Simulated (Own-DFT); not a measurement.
# One host, several defects: C11b WSi2

Source: density functional calculations with Own-DFT, an unreviewed in-house program that is no longer used. Nothing was measured or relaxed, and spin and spin-orbit coupling are left out.

Settings: PBE; PseudoDojo norm-conserving scalar-relativistic files; cutoff 50 hartree; 5 x 5 x 5 k mesh centred on Gamma; cold (Marzari-Vanderbilt) smearing of 0.2 eV.

Limits: forces on such cells failed a check on a denser k mesh; stress not checked against mesh or cutoff.

All runs share one cell, with vectors in Å (-2.148, -5.953, 3.409); (-6.444, 2.976, 1.136); (-2.553, -2.948, -6.757) and a volume of 403.2 Å³. Atoms were moved at random from their sites; u is the rms move along one axis. The defect's site can differ from row to row.

```
cell,formula,u (Å),P (GPa)
no defect,Si20W10,0.0201,4.48
no defect,Si20W10,0.0521,6.41
no defect,Si20W10,0.0525,5.76
one W on a Si site,Si19W11,0.0325,9.82
one W on a Si site,Si19W11,0.0416,10.34
one W on a Si site,Si19W11,0.0457,10.60
one W vacancy,Si20W9,0.0286,3.47
one W vacancy,Si20W9,0.0435,4.53
one W vacancy,Si20W9,0.0588,5.17
one Si vacancy,Si19W10,0.0283,2.75
one Si vacancy,Si19W10,0.0332,3.71
one Si vacancy,Si19W10,0.0498,?
one Si vacancy,Si19W10,0.0550,4.26
one Si on a W site,Si21W9,0.0281,6.31
one Si on a W site,Si21W9,0.0295,6.23
one Si on a W site,Si21W9,0.0461,7.30
```

## Fit

P = P0 + c u² + a shift for each defect gives P0 = 4.29 GPa, c = 646 ± 82 GPa/Å² and a scatter of 0.28 GPa. The shifts, and each times the cell's volume:

- one W on a Si site: 4.92 ± 0.23 GPa, 12.4 eV
- one Si on a W site: 1.51 ± 0.24 GPa, 3.8 eV
- one W vacancy: -1.22 ± 0.23 GPa, -3.1 eV
- one Si vacancy: -1.78 ± 0.23 GPa, -4.5 eV

A positive shift means that the defect pushes the cell outwards. Shift times volume (160.2 GPa Å³ is 1 eV) depends little on the cell's size, so, taken for each site, it can be compared between cells at like pressure. The atoms around the defects weren't relaxed, which would change these numbers.

## Check

Q: what pressure belongs in the blank (one Si vacancy, u = 0.0498 Å)?

From the fit: 4.11 ± 0.33 GPa. DFT gave 4.30 GPa.
